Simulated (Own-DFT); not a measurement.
# Biaxial strain at fixed height in wurtzite AlGaN with randomly placed atoms, 72 atoms (Al27Ga9N36)

Everything here is calculated. The program is Own-DFT (plane waves, in-house, since retired, never reviewed by a person); positions were held fixed, and spin and spin-orbit coupling were off.

Common settings: PBE; PseudoDojo norm-conserving scalar-relativistic files; cutoff 42 hartree; 4 x 4 x 3 k mesh centred on Gamma; Fermi-Dirac smearing of 0.1 eV.

Limits: forces on such cells passed a denser k mesh, each cell not checked; stress not checked against mesh or cutoff.

Unstrained cell vectors in Å: (9.394, 0.000, 0.000); (-4.697, 8.135, 0.000); (0.000, 0.000, 10.066). The unstrained cell has measured lattice constants (interpolated for alloys), not those of this functional. That, the random moves and any unrelaxed bonds set the pressure at no strain. Each run strains x and y alike by e, as a substrate would, and holds the height along z. Random moves of width 0.05 Å per axis were added to every atom. The random placing of the alloy's atoms differs from row to row. Stress is positive in tension.

| e (%) | u (Å) | (s_xx + s_yy)/2 (GPa) | s_zz (GPa) |
|---|---|---|---|
| -3.00 | 0.052 | -27.01 | -12.49 |
| -2.75 | 0.050 | -25.69 | -10.73 |
| -2.00 | 0.050 | -18.79 | -11.24 |
| -1.75 | 0.048 | ? | ? |
| -0.25 | 0.051 | -10.13 | -4.41 |
| 0.75 | 0.050 | -2.08 | -4.82 |
| 1.25 | 0.047 | 1.21 | -6.27 |
| 2.25 | 0.051 | 4.95 | -4.36 |
| 2.50 | 0.049 | 5.95 | -3.18 |
| 2.75 | 0.051 | 6.92 | -1.61 |

## What the rows give

With e as a fraction, the in-plane stress is -6.8 + 590 e - 2861 e² GPa (errors 16 and 1105, scatter 1.00), and s_zz is -6.8 + 161 e GPa (slope ± 23, scatter 1.47). At e = 0 the first slope is C11 + C12 and the second 2 C13, both with the ions held to the strained lattice and at the cell's own pressure. A free layer would change its height as e changes, and the in-plane slope would drop by 2 C13²/C33 to the biaxial modulus. At fixed height, a misfit of 1 % moves the in-plane stress by about 5.9 GPa and s_zz by 1.6 GPa.

## The run left out

Question: what are the two stresses at e = -1.75 %?

The fitted form gives -18.0 and -9.7 GPa. DFT gave -15.07 and -12.68 GPa.
